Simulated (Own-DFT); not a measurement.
# Energy and forces against displacement in zincblende InP, 64 atoms (In32P32)

Calculated results; nothing here was measured. They come from Own-DFT, an in-house plane-wave density functional program, since retired, whose code no person has reviewed. Each row is one single-point run on a periodic cell that was not relaxed, without spin or spin-orbit coupling.

Settings of every run: PBE; PseudoDojo norm-conserving scalar-relativistic files; cutoff 36 hartree; 3 x 3 x 3 k mesh centred on Gamma; Fermi-Dirac smearing of 0.1 eV.

Known limits: forces on such cells moved up to 12 meV/angstrom on a denser k mesh; stress not checked against mesh or cutoff.

Cell vectors in Å: (11.737, 0.000, 0.000); (0.000, 11.737, 0.000); (0.000, 0.000, 11.737). In each run every atom was moved at random and independently from its ideal site; u is the rms move along one axis. E is the free energy for each atom above the fitted value at u = 0, and F the rms of the force components.

```
run,u (Å),E (meV/atom),F (eV/Å),largest force (eV/Å),P (GPa)
1,0.0192,5.8,0.226,0.75,3.19
2,0.0197,6.0,0.229,0.70,3.20
3,0.0215,7.7,0.266,0.86,3.22
4,0.0461,31.7,0.581,2.49,3.53
5,0.0540,36.8,0.602,2.46,3.54
6,0.1006,?,?,?,?
7,0.1028,188.5,1.842,12.57,5.54
8,0.1036,163.9,1.421,6.56,5.10
9,0.1487,293.9,1.969,6.80,6.61
10,0.1916,536.9,3.048,13.56,9.55
```

## Worked fit

For small independent moves the energy grows as E = (3/2) K u², with K the mean stiffness felt by one atom. The runs with u up to 0.11 Å give K = 10.3 ± 0.6 eV/Å², with residuals divided by u² + 0.0006 Å², since the noise grows with the moves. The scatter is 4.6 meV/atom at u = 0.05 Å. The forces follow F = G u with G = 13.2 eV/Å²; no force at u = 0 is resolved. G exceeds K because the moves of its neighbours add to the force on an atom, and stiffness differs between atoms. At u = 0.192 Å the parabola gives 567 meV/atom and the run 537. The pressure follows P = 3.08 + 208 u² GPa: at fixed volume, shortened bonds push harder than stretched ones pull.

## Withheld run

Question: what energy and rms force should run 6 give?

The fit gives 156 ± 19 meV/atom and about 1.33 eV/Å. The calculation gave 146.7 meV/atom and 1.283 eV/Å.
